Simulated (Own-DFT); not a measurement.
# Point defects and the pressure they add: zincblende GaAs

The numbers are computed, not measured, by runs of the plane-wave DFT program Own-DFT (in-house, retired, unreviewed) at fixed positions, with no spin and no spin-orbit coupling.

Common settings: PBE; PseudoDojo norm-conserving scalar-relativistic files; cutoff 42 hartree; 3 x 3 x 3 k mesh centred on Gamma; Fermi-Dirac smearing of 0.1 eV.

Keep in mind (not all hold for every row): not probed for a lower state with spin; forces on such cells failed a check on a denser k mesh; forces not confirmed at this smearing and k mesh; forces on such cells passed a denser k mesh, each cell not checked; stress not checked against mesh or cutoff.

All runs share one cell, with vectors in Å (11.307, 0.000, 0.000); (0.000, 11.307, 0.000); (0.000, 0.000, 11.307) and a volume of 1445.4 Å³. The atoms are randomly displaced, by u rms on each axis. The defect's site can differ from row to row.

```
                                        cell     formula   u (Å)  P (GPa)
                                   no defect    As32Ga32  0.0208     3.53
                                   no defect    As32Ga32  0.0464     3.88
                                   no defect    As32Ga32  0.0512     3.87
                            two As vacancies    As30Ga32  0.0287     3.18
                            two As vacancies    As30Ga32  0.0475     3.47
                            two As vacancies    As30Ga32  0.0491     3.52
one As on a Ga site and one Ga on an As site    As32Ga32  0.0271     3.89
one As on a Ga site and one Ga on an As site    As32Ga32  0.0437     4.11
one As on a Ga site and one Ga on an As site    As32Ga32  0.0487     4.27
                         one In on a Ga site  As32Ga31In  0.0272     4.26
                         one In on a Ga site  As32Ga31In  0.0305        ?
                         one In on a Ga site  As32Ga31In  0.0441     4.47
                         one In on a Ga site  As32Ga31In  0.0494     4.55
                    two As on a Ga site each    As34Ga30  0.0290     4.76
                    two As on a Ga site each    As34Ga30  0.0301     4.78
                    two As on a Ga site each    As34Ga30  0.0335     4.82
```

## Analysis

P = P0 + c u² + a shift for each defect gives P0 = 3.43 GPa, c = 188 ± 13 GPa/Å² and a scatter of 0.03 GPa. The shifts, and each times the cell's volume:

- two As on a Ga site each: 1.18 ± 0.03 GPa, 10.6 eV (5.3 eV for each of its 2 sites)
- one In on a Ga site: 0.67 ± 0.03 GPa, 6.1 eV
- one As on a Ga site and one Ga on an As site: 0.34 ± 0.03 GPa, 3.1 eV
- two As vacancies: -0.38 ± 0.03 GPa, -3.5 eV (-1.7 eV for each of its 2 sites)

Positive is outwards. The product with the volume (160.2 GPa Å³ to the eV) is nearly free of the cell's size; divided by the bulk modulus at the cell's pressure it gives the volume that the defect adds. The atoms around the defects weren't relaxed, which would change these numbers.

## The run left out

Question: what pressure belongs in the blank (one In on a Ga site, u = 0.0305 Å)?

Estimate: 4.28 ± 0.04 GPa. The run itself gave 4.28 GPa.
